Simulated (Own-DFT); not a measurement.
# Strain and stress in wurtzite AlN, 72 atoms (Al36N36)

All numbers below are calculated, not measured. The program, named Own-DFT, is a retired in-house plane-wave density functional code that no person has reviewed. Each row is one single-point run on a periodic cell that was not relaxed, without spin or spin-orbit coupling.

Settings of every run: PBE; PseudoDojo norm-conserving scalar-relativistic files; cutoff 42 hartree; 4 x 4 x 3 k mesh centred on Gamma; Gaussian smearing of 0.01 eV.

Known limits, some of them of some rows only: some atoms lie very close together; k mesh not checked against a denser one; stress not checked against mesh or cutoff.

Unstrained cell vectors in Å: (9.336, 0.000, 0.000); (-4.668, 8.085, 0.000); (0.000, 0.000, 9.964). The unstrained cell has measured lattice constants (interpolated for alloys), not those of this functional. That, the random moves and any unrelaxed bonds set the pressure at no strain. Each run strains this cell uniformly, with the atoms carried along. Every atom was also moved at random, by a Gaussian of width 0.05 Å on each axis. Strain is the symmetric tensor, in per cent. Stress is positive in tension, and the pressure is minus a third of its trace.

| run | e_xx (%) | e_yy (%) | e_zz (%) | e_yz (%) | e_xz (%) | e_xy (%) | s_xx (GPa) | s_yy (GPa) | s_zz (GPa) | s_yz (GPa) | s_xz (GPa) | s_xy (GPa) | P (GPa) | E (meV/atom) |
|---|---|---|---|---|---|---|---|---|---|---|---|---|---|---|
| 1 | 1.65 | 0.84 | 1.92 | -0.22 | 0.48 | -0.35 | 4.91 | 1.31 | 2.70 | -0.87 | 1.10 | -0.31 | -2.97 | 0.0 |
| 2 | 1.89 | -0.17 | 0.36 | -1.60 | -0.69 | 0.82 | 4.65 | -7.31 | -4.75 | -5.89 | -1.89 | 3.15 | 2.47 | 25.0 |
| 3 | 1.12 | -1.60 | 0.23 | 0.68 | -1.70 | -0.44 | -0.83 | -13.15 | -4.92 | 1.42 | -4.26 | -1.92 | 6.30 | 16.3 |
| 4 | 0.94 | 1.26 | -1.26 | -1.88 | -0.05 | 0.47 | -0.06 | -0.48 | -12.60 | -5.54 | 0.04 | 1.74 | 4.38 | 28.4 |
| 5 | 1.98 | 1.54 | -1.56 | 0.69 | 1.47 | -1.34 | 4.16 | 0.86 | -13.52 | 1.77 | 3.99 | -3.92 | 2.83 | 52.0 |
| 6 | -0.75 | 1.50 | -1.80 | 0.62 | -1.78 | 1.89 | -7.48 | -2.94 | -13.20 | 2.57 | -5.18 | 5.55 | 7.87 | 20.7 |
| 7 | -0.14 | 1.87 | -1.64 | 0.39 | 1.83 | 1.39 | -5.31 | 1.69 | -14.83 | 0.59 | 3.68 | 5.09 | 6.15 | 33.6 |
| 8 | -1.89 | -1.58 | 1.59 | 0.09 | 1.87 | -1.71 | -12.70 | -14.98 | -2.44 | -0.07 | 4.93 | -3.13 | 10.04 | 26.6 |
| 9 | -1.89 | -1.58 | 0.08 | -0.02 | -1.14 | 1.66 | -18.26 | -16.36 | -7.18 | -0.47 | -2.80 | 8.07 | 13.93 | 43.3 |
| 10 | -0.61 | -1.79 | 1.11 | 0.28 | 0.83 | 1.54 | -10.48 | -14.24 | -1.92 | -0.24 | 1.87 | 6.71 | 8.88 | 18.0 |
| 11 | 0.63 | -1.26 | -1.97 | -0.68 | 1.69 | -1.84 | -6.71 | -12.14 | -16.37 | -2.10 | 4.56 | -7.57 | 11.74 | 42.6 |
| 12 | -1.75 | -1.35 | -1.65 | 1.80 | -0.07 | 2.00 | -17.66 | -18.44 | -16.36 | 5.58 | -1.04 | 9.85 | 17.49 | 65.6 |
| 13 | 1.41 | 1.02 | -1.13 | 0.91 | -0.86 | 0.24 | -0.67 | 0.37 | -10.03 | 2.17 | -2.71 | 2.17 | 3.44 | 27.5 |
| 14 | -0.12 | -0.44 | 0.58 | 1.41 | -0.69 | -0.39 | -6.22 | -5.19 | -5.67 | 3.85 | -1.69 | -0.92 | 5.69 | 13.0 |
| 15 | 0.50 | 0.92 | -1.17 | -0.58 | 0.85 | -0.42 | -2.22 | -2.18 | -9.62 | -1.88 | 1.76 | -1.00 | 4.68 | 3.8 |
| 16 | 1.59 | -0.81 | 0.44 | 1.23 | -0.12 | 0.95 | -2.34 | -6.31 | -1.04 | 3.51 | -0.44 | 4.59 | 3.23 | 12.8 |
| 17 | 1.03 | 0.34 | 1.88 | -0.37 | -0.12 | 0.03 | -0.14 | -3.19 | 5.09 | -1.14 | -0.63 | -0.65 | -0.59 | 5.5 |
| 18 | -1.60 | 0.15 | 0.87 | 1.21 | -0.38 | -0.15 | ? | ? | ? | ? | ? | ? | ? | ? |

E is the free energy for each atom above the lowest run shown.

## Worked fit

Each stress component was fitted by least squares to a constant and the strains of the runs shown, as fractions, with shears doubled. Shear strains stay in the fit of a normal stress only where such slopes are resolved. The slopes, in GPa:

```
stress,at no strain,per e_xx,per e_yy,per e_zz,scatter
s_xx,-5.6,438 ± 34,157 ± 38,98 ± 32,1.58
s_yy,-6.5,125 ± 34,470 ± 37,88 ± 32,1.56
s_zz,-6.6,73 ± 34,26 ± 37,470 ± 32,1.56
```

Each shear stress against twice its own strain: yz 152 ± 6, xz 123 ± 4, xy 186 ± 15 GPa. These are stiffnesses along x, y and z of the frame in which the cell vectors are given, which need not be the crystal's axes. The atoms are held to the strained lattice; where symmetry lets them move under strain, relaxing them would lower some slopes. The table should be nearly symmetric about its diagonal, and what it lacks of that shows the noise. A ninth of its sum, 216 ± 6 GPa, estimates the bulk modulus near the mean pressure of these runs, 6.2 GPa, so it lies above the value at zero pressure.

## Withheld run

Question: what normal stresses and pressure should run 18 give?

The fit gives s_xx = -11.6, s_yy = -7.0, s_zz = -3.6 and P = 7.4 GPa. The calculation gave -11.46, -5.91, -4.47 and P = 7.28 GPa.
